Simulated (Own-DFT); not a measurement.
## Calculated data, Ti₁₉Si₄₀ (C49 TiSi2 crystal with one vacancy, atoms displaced)

Computed with Own-DFT development build. A calculation, not a measurement: plane-wave density functional theory by an unreviewed code, no spin, of a simulated periodic cell, stress positive in tension, run twice, with PBE and with PBEsol, both on files made for PBE, so the change isn't that of files made for PBEsol, forces on such cells moved up to 12 meV/angstrom on a denser k mesh; the far tail of each file's local potential was reset to the Coulomb form; each entry is a single point on an unrelaxed cell, so the pressure reflects the starting lattice, taken from the Materials Project, from which strain is counted, and rises with the displacements; printed positions are rounded, which can move forces by about a meV/angstrom; the program, named Own-DFT, is a retired in-house code; no spin-orbit coupling; stress was not checked against mesh or cutoff.

```cif
# cell vector a (Å): 5.2953 -6.7593 3.5652
# cell vector b (Å): 7.0604 0.0000 -7.1303
# cell vector c (Å): 5.2953 6.7593 3.5652
data_Ti19Si40
_symmetry_space_group_name_H-M 'P 1'
_symmetry_Int_Tables_number 1
_cell_length_a 9.2973
_cell_length_b 10.0345
_cell_length_c 9.2973
_cell_angle_alpha 82.631
_cell_angle_beta 93.274
_cell_angle_gamma 82.631
_cell_volume 850.71
loop_
_atom_site_label
_atom_site_type_symbol
_atom_site_fract_x
_atom_site_fract_y
_atom_site_fract_z
_atom_site_occupancy
Ti1 Ti 0.84567 0.87649 0.64830 1
Si1 Si 0.60674 0.92051 0.49553 1
Si2 Si 0.19522 0.87134 0.31174 1
Si3 Si 0.89383 0.02635 0.39756 1
Si4 Si 0.89797 0.77643 0.39806 1
Ti2 Ti 0.94834 0.42336 0.15090 1
Ti3 Ti 0.85010 0.37057 0.65138 1
Si5 Si 0.61110 0.42534 0.48826 1
Si6 Si 0.19081 0.37192 0.31214 1
Si7 Si 0.89980 0.52742 0.40101 1
Si8 Si 0.90165 0.27152 0.39531 1
Ti4 Ti 0.74731 0.72589 0.95339 1
Ti5 Ti 0.65526 0.67563 0.44373 1
Si9 Si 0.40933 0.72480 0.28556 1
Si10 Si 0.99275 0.66933 0.10660 1
Si11 Si 0.69870 0.82927 0.20056 1
Si12 Si 0.70430 0.57453 0.19533 1
Ti6 Ti 0.55287 0.02427 0.75602 1
Ti7 Ti 0.45500 0.97090 0.24865 1
Si13 Si 0.21095 0.02502 0.09582 1
Si14 Si 0.78759 0.97151 0.90857 1
Si15 Si 0.50312 0.12367 0.00465 1
Si16 Si 0.50001 0.87134 0.99758 1
Ti8 Ti 0.74505 0.21916 0.94700 1
Ti9 Ti 0.65293 0.17692 0.45053 1
Si17 Si 0.40202 0.22487 0.29468 1
Si18 Si 0.98748 0.18132 0.10875 1
Si19 Si 0.70121 0.32526 0.20093 1
Si20 Si 0.69532 0.07423 0.19382 1
Ti10 Ti 0.54807 0.52101 0.75067 1
Ti11 Ti 0.45728 0.47088 0.24844 1
Si21 Si 0.21317 0.52515 0.09101 1
Si22 Si 0.78812 0.47563 0.90603 1
Si23 Si 0.50588 0.61866 0.00588 1
Si24 Si 0.49569 0.37377 0.00585 1
Ti12 Ti 0.34170 0.82641 0.55445 1
Ti13 Ti 0.25604 0.77728 0.03944 1
Si25 Si 0.01355 0.81985 0.88661 1
Si26 Si 0.59033 0.77429 0.70814 1
Si27 Si 0.29882 0.93165 0.80045 1
Si28 Si 0.30274 0.67225 0.79639 1
Ti14 Ti 0.34972 0.32167 0.55520 1
Ti15 Ti 0.25436 0.26979 0.04739 1
Si29 Si 0.00642 0.32396 0.88985 1
Si30 Si 0.58865 0.27459 0.71119 1
Si31 Si 0.30049 0.42499 0.80271 1
Si32 Si 0.29955 0.17437 0.80299 1
Ti16 Ti 0.14489 0.62585 0.35780 1
Ti17 Ti 0.05217 0.57292 0.84851 1
Si33 Si 0.80696 0.62417 0.69886 1
Si34 Si 0.39294 0.58469 0.50773 1
Si35 Si 0.10244 0.72369 0.60358 1
Si36 Si 0.10523 0.47205 0.59418 1
Ti18 Ti 0.15116 0.12733 0.35601 1
Ti19 Ti 0.04915 0.07643 0.84419 1
Si37 Si 0.81370 0.12760 0.69156 1
Si38 Si 0.39300 0.07019 0.50608 1
Si39 Si 0.09807 0.22775 0.60123 1
Si40 Si 0.10671 0.97270 0.60174 1
_calc_functional 'PBE, then PBEsol'
_calc_potential_files 'PseudoDojo norm-conserving, scalar-relativistic, standard set'
_calc_wave_cutoff 42  # hartree
_calc_occupations 'cold (Marzari-Vanderbilt)'
_calc_smearing_width 0.2  # eV
_calc_k_mesh '4 x 4 x 4 centred on Gamma'
_calc_PBE_pressure 1.87  # GPa
_calc_PBE_stress_xx -2.11  # GPa
_calc_PBE_stress_yy -1.14  # GPa
_calc_PBE_stress_zz -2.36  # GPa
_calc_PBE_stress_yz 0.04  # GPa
_calc_PBE_stress_xz 0  # GPa
_calc_PBE_stress_xy 0.1  # GPa
_calc_PBEsol_pressure -1.35  # GPa
_calc_PBEsol_stress_xx 1.2  # GPa
_calc_PBEsol_stress_yy 2.31  # GPa
_calc_PBEsol_stress_zz 0.55  # GPa
_calc_PBEsol_stress_yz 0.04  # GPa
_calc_PBEsol_stress_xz 0  # GPa
_calc_PBEsol_stress_xy 0.09  # GPa
_calc_rms_change_of_force_components_from_PBE_to_PBEsol 0.022  # eV/angstrom
```

Force:
```tsv
force element	PBE force x (eV/Å)	PBE force y (eV/Å)	PBE force z (eV/Å)	PBEsol force x (eV/Å)	PBEsol force y (eV/Å)	PBEsol force z (eV/Å)
Ti	0.133	-0.836	0.4	0.129	-0.805	0.397
Si	0.131	-0.433	-0.52	0.13	-0.49	-0.516
Si	-0.698	0.377	-1.201	-0.664	0.427	-1.169
Si	-0.008	-0.417	0.373	0.023	-0.382	0.378
Si	0.294	-0.5	-0.145	0.294	-0.468	-0.106
Ti	0.251	-0.061	-0.12	0.248	-0.07	-0.119
Ti	0.377	-0.719	-0.698	0.374	-0.69	-0.684
Si	0.203	0.321	0.078	0.199	0.28	0.081
Si	0.278	0.053	-0.778	0.273	0.106	-0.78
Si	-0.254	0.083	0.288	-0.255	0.083	0.285
Si	0.498	0.322	-0.075	0.505	0.316	-0.076
Ti	-0.241	-0.133	0.21	-0.264	-0.151	0.21
Ti	0.028	0.463	0.209	0.03	0.475	0.204
Si	0.049	-0.23	0.251	0.047	-0.29	0.248
Si	0.998	0.346	-0.8	0.959	0.391	-0.78
Si	-0.087	-0.61	0.336	-0.127	-0.572	0.339
Si	0.265	0.281	0.139	0.276	0.276	0.139
Ti	-0.795	0.126	-0.757	-0.791	0.108	-0.751
Ti	0.319	0.044	-0.405	0.316	0.055	-0.402
Si	-0.717	0.524	-0.292	-0.686	0.443	-0.296
Si	1.127	-0.133	0.802	1.088	-0.1	0.772
Si	-0.624	0.037	-0.419	-0.635	0.036	-0.425
Si	0.195	0.022	-0.061	0.193	0.022	-0.06
Ti	1.022	0.496	-0.149	1.008	0.476	-0.172
Ti	-0.648	-0.266	0.029	-0.642	-0.252	0.026
Si	0.146	-0.731	0.494	0.144	-0.782	0.492
Si	-0.939	0.129	1.363	-0.904	0.168	1.336
Si	-0.192	-0.053	0.03	-0.194	-0.048	0.029
Si	0.763	-0.392	0.607	0.77	-0.364	0.575
Ti	0.366	0.313	-0.205	0.365	0.296	-0.203
Ti	0.051	0.403	-0.475	0.049	0.403	-0.475
Si	-0.237	0.169	0.222	-0.234	0.116	0.225
Si	0.066	0.363	0.767	0.062	0.413	0.773
Si	-0.225	-0.049	-0.817	-0.228	-0.046	-0.827
Si	-0.239	-0.589	0.162	-0.242	-0.577	0.166
Ti	0.476	-0.764	0.554	0.471	-0.771	0.551
Ti	-0.041	0.731	0.592	-0.039	0.717	0.607
Si	0.408	0.689	-0.528	0.385	0.618	-0.528
Si	-0.043	0.461	0.216	-0.039	0.513	0.217
Si	-0.244	-0.038	0.462	-0.253	-0.031	0.477
Si	0.355	0.266	0.022	0.374	0.262	0.018
Ti	0.072	-0.073	-0.493	0.063	-0.087	-0.494
Ti	0.471	0.172	-0.574	0.47	0.183	-0.573
Si	0.311	-0.057	0.074	0.302	-0.111	0.07
Si	-0.162	-0.278	0.018	-0.158	-0.237	0.022
Si	-0.209	-0.004	0.026	-0.216	-0.003	0.029
Si	0.081	-0.217	-0.026	0.089	-0.211	-0.032
Ti	-0.325	-0.756	0.036	-0.32	-0.759	0.062
Ti	-0.182	-0.427	0.169	-0.173	-0.405	0.169
Si	-0.354	-0.776	-0.457	-0.349	-0.829	-0.459
Si	-0.717	-0.051	0.944	-0.704	0.002	0.943
Si	-0.345	0.347	-0.295	-0.354	0.34	-0.297
Si	0.275	0.738	-0.073	0.285	0.723	-0.078
Ti	-1.03	0.189	0.074	-1	0.163	0.071
Ti	0.498	0.001	0.674	0.499	-0.017	0.651
Si	-0.864	0.25	0.09	-0.849	0.213	0.091
Si	0.596	0.413	-0.022	0.587	0.469	-0.024
Si	-0.284	-0.021	0.349	-0.291	-0.016	0.358
Si	-0.396	0.483	-0.676	-0.395	0.473	-0.683
```
